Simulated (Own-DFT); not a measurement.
# What a defect does to the pressure of its cell: 2H SiC

Source: density functional calculations with Own-DFT, an unreviewed in-house program that is no longer used. Nothing was measured or relaxed, and spin and spin-orbit coupling are left out.

Common settings: PBE; PseudoDojo norm-conserving scalar-relativistic files; cutoff 42 hartree; 4 x 4 x 3 k mesh centred on Gamma; Fermi-Dirac smearing of 0.1 eV.

Keep in mind (not all hold for every row): not probed for a lower state with spin; forces on such cells moved up to 12 meV/angstrom on a denser k mesh; forces on such cells passed a denser k mesh, each cell not checked; stress not checked against mesh or cutoff.

All runs share one cell, with vectors in Å (9.248, 0.000, 0.000); (-4.624, 8.009, 0.000); (0.000, 0.000, 10.068) and a volume of 745.7 Å³. The atoms are randomly displaced, by u rms on each axis. The defect's site can differ from row to row.

| cell | formula | u (Å) | P (GPa) |
|---|---|---|---|
| no defect | C36Si36 | 0.0303 | 3.92 |
| no defect | C36Si36 | 0.0307 | 3.98 |
| no defect | C36Si36 | 0.0578 | 6.29 |
| one Si on a C site | C35Si37 | 0.0287 | 10.36 |
| one Si on a C site | C35Si37 | 0.0301 | 10.47 |
| one Si on a C site | C35Si37 | 0.0458 | 11.23 |
| one C on a Si site and one Si on a C site | C36Si36 | 0.0297 | ? |
| one C on a Si site and one Si on a C site | C36Si36 | 0.0321 | 7.82 |
| one C on a Si site and one Si on a C site | C36Si36 | 0.0489 | 8.18 |
| one C on a Si site and one Si on a C site | C36Si36 | 0.0518 | 9.05 |
| one C vacancy | C35Si36 | 0.0282 | 3.53 |
| one C vacancy | C35Si36 | 0.0299 | 3.82 |
| one C vacancy | C35Si36 | 0.0313 | 3.67 |
| two N on a C site each | C34N2Si36 | 0.0282 | 2.75 |
| two N on a C site each | C34N2Si36 | 0.0291 | 2.96 |
| two N on a C site each | C34N2Si36 | 0.0500 | 4.47 |

## Working it out

P = P0 + c u² + a shift for each defect gives P0 = 3.24 GPa, c = 861 ± 83 GPa/Å² and a scatter of 0.24 GPa. The shifts, and each times the cell's volume:

- one Si on a C site: 6.35 ± 0.20 GPa, 29.6 eV
- one C on a Si site and one Si on a C site: 3.36 ± 0.20 GPa, 15.6 eV
- one C vacancy: -0.33 ± 0.21 GPa, -1.5 eV (not resolved)
- two N on a C site each: -1.03 ± 0.20 GPa, -4.8 eV (-2.4 eV for each of its 2 sites)

A positive shift means that the defect pushes the cell outwards. Shift times volume (160.2 GPa Å³ is 1 eV) depends little on the cell's size, so, taken for each site, it can be compared between cells at like pressure. The atoms around the defects weren't relaxed, which would change these numbers.

## Test on the hidden row

Asked: what pressure belongs in the blank (one C on a Si site and one Si on a C site, u = 0.0297 Å)?

From the fit: 7.35 ± 0.29 GPa. The calculation gave 7.59 GPa.
